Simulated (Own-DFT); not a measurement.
Simulation results for Si3N4 (beta silicon nitride, atoms displaced)

A calculation, not a measurement: plane-wave PBE density functional theory by an unreviewed code, no spin, of a simulated periodic cell, stress positive in tension, free energy of the whole cell less one offset for each atom, forces on such cells passed a denser k mesh, this cell's mesh not checked; offsets are fitted by least squares, one for each functional and potential file, so energies compare only between cells with the same atoms and settings and are not formation energies; the far tail of each file's local potential was reset to the Coulomb form; each entry is a single point on an unrelaxed cell, so the pressure reflects the starting lattice, mostly measured values (interpolated for alloys), from which strain is counted, and rises with the displacements; printed positions are rounded, which can move forces by about a meV/angstrom; the program, named Own-DFT, is a retired in-house code; no spin-orbit coupling; before rounding, a Quantum ESPRESSO 7.3.1 run of the same cell and cutoff gave forces within 1 meV/angstrom rms on each cell, which checks the program and not the settings. Program: Own-DFT development build.

```cif
# cell vector a (Å): 7.6060 0.0000 0.0000
# cell vector b (Å): -3.8030 6.5870 0.0000
# cell vector c (Å): 0.0000 0.0000 8.7270
data_Si3N4
_symmetry_space_group_name_H-M 'P 1'
_symmetry_Int_Tables_number 1
_cell_length_a 7.6060
_cell_length_b 7.6060
_cell_length_c 8.7270
_cell_angle_alpha 90.000
_cell_angle_beta 90.000
_cell_angle_gamma 120.000
_cell_volume 437.23
loop_
_atom_site_label
_atom_site_type_symbol
_atom_site_fract_x
_atom_site_fract_y
_atom_site_fract_z
_atom_site_occupancy
Si1 Si 0.18192 0.77703 0.07916 1
Si2 Si 0.24545 0.41348 0.08112 1
Si3 Si 0.60515 0.83773 0.07816 1
Si4 Si 0.81574 0.23217 0.26682 1
Si5 Si 0.76829 0.61688 0.25721 1
Si6 Si 0.37431 0.15033 0.25979 1
N1 N 0.34373 0.04662 0.10402 1
N2 N 0.96448 0.29705 0.08129 1
N3 N 0.69908 0.63685 0.06337 1
N4 N 0.67145 0.97761 0.27992 1
N5 N 0.01864 0.67448 0.26502 1
N6 N 0.29964 0.34403 0.23505 1
N7 N 0.34102 0.66800 0.06161 1
N8 N 0.67321 0.32957 0.25561 1
Si7 Si 0.20136 0.78605 0.40798 1
Si8 Si 0.20997 0.39915 0.40569 1
Si9 Si 0.58919 0.82423 0.43102 1
Si10 Si 0.81212 0.22450 0.59613 1
Si11 Si 0.75713 0.58530 0.55335 1
Si12 Si 0.39760 0.15786 0.57801 1
N9 N 0.29777 0.02268 0.42027 1
N10 N 0.96296 0.29144 0.42176 1
N11 N 0.69216 0.65300 0.40677 1
N12 N 0.69102 0.98887 0.57468 1
N13 N 0.04212 0.69388 0.57493 1
N14 N 0.29553 0.32045 0.58256 1
N15 N 0.33993 0.69047 0.40842 1
N16 N 0.65048 0.31330 0.58483 1
Si13 Si 0.17481 0.76917 0.75596 1
Si14 Si 0.22661 0.40319 0.74892 1
Si15 Si 0.61139 0.82966 0.73828 1
Si16 Si 0.82625 0.23105 0.92157 1
Si17 Si 0.78481 0.61971 0.90378 1
Si18 Si 0.36207 0.13250 0.92270 1
N17 N 0.34790 0.03767 0.76255 1
N18 N 0.97764 0.29086 0.76489 1
N19 N 0.67135 0.66627 0.75323 1
N20 N 0.70107 0.98984 0.92420 1
N21 N 0.03116 0.70050 0.93298 1
N22 N 0.30594 0.33226 0.91994 1
N23 N 0.35591 0.69013 0.73219 1
N24 N 0.63465 0.31615 0.92354 1
_calc_functional 'PBE'
_calc_potential_files 'PseudoDojo norm-conserving, scalar-relativistic, standard set'
_calc_wave_cutoff 42  # hartree
_calc_occupations 'Fermi-Dirac'
_calc_smearing_width 0.1  # eV
_calc_k_mesh '3 x 3 x 3 centred on Gamma'
_calc_stress_zz ?
```

Q: Give the missing stress zz for Si3N4 (beta silicon nitride, atoms displaced).
A: -20.11 GPa

Q: Give the table of force values for Si3N4 (beta silicon nitride, atoms displaced).
A: 
Force:
| element | x (eV/Å) | y (eV/Å) | z (eV/Å) |
| --- | --- | --- | --- |
| Si | 1.597 | -1.817 | 5.436 |
| Si | -4.567 | -0.532 | -4.33 |
| Si | 1.004 | -1.457 | 1.637 |
| Si | 2.418 | 0.469 | -3.894 |
| Si | 5.96 | -6.08 | -10.78 |
| Si | 2.007 | 9.551 | 2.207 |
| N | -0.631 | -7.553 | -6.268 |
| N | 2.025 | 1.271 | 3.379 |
| N | -5.145 | 4.695 | 7.958 |
| N | 0.484 | -2.312 | -4.724 |
| N | 1.743 | 3.08 | -2.52 |
| N | 2.619 | -2.539 | 6.816 |
| N | -0.81 | 2.73 | 0.993 |
| N | -6.599 | 1.596 | 1.009 |
| Si | -6.864 | -5.682 | 1.034 |
| Si | 2.684 | 1.35 | 1.443 |
| Si | 1.175 | 0.14 | -2.454 |
| Si | 3.061 | 6.075 | -0.115 |
| Si | 5.016 | -2.705 | 8.515 |
| Si | -1.647 | 2.715 | 3.876 |
| N | 0.006 | 3.073 | 0.342 |
| N | -0.156 | 0.62 | 2.153 |
| N | -8.29 | 4.499 | 3.677 |
| N | -0.012 | -6.648 | 2.65 |
| N | -2.711 | -0.469 | 1.843 |
| N | -0.915 | 0.783 | -1.423 |
| N | 4.883 | -5.293 | 0.14 |
| N | 0.067 | 2.924 | -0.565 |
| Si | 1.377 | -0.389 | -2.211 |
| Si | 3.262 | 1.698 | 0.508 |
| Si | -5.277 | 5.768 | 2.599 |
| Si | -3.724 | 4.534 | 1.289 |
| Si | -0.431 | -6.602 | -1.656 |
| Si | 1.768 | 10.01 | 3.298 |
| N | -1.121 | -5.427 | -6.196 |
| N | -2.739 | 0.003 | -3.193 |
| N | 8.049 | -4.193 | -2.812 |
| N | -0.595 | -6.463 | -2.235 |
| N | 0.583 | 1.027 | -5.193 |
| N | -0.94 | -1.14 | -1.572 |
| N | -2.475 | -2.809 | 0.757 |
| N | 3.865 | 1.492 | -1.414 |

Further results for Si3N4 (beta silicon nitride, atoms displaced):

- free energy of cell above offsets: 10.564 eV
- pressure: 15.12 GPa
- stress xx: -11.3 GPa
- stress yy: -13.95 GPa
- stress yz: -2.52 GPa
- stress xz: -1.29 GPa
- stress xy: 3.81 GPa
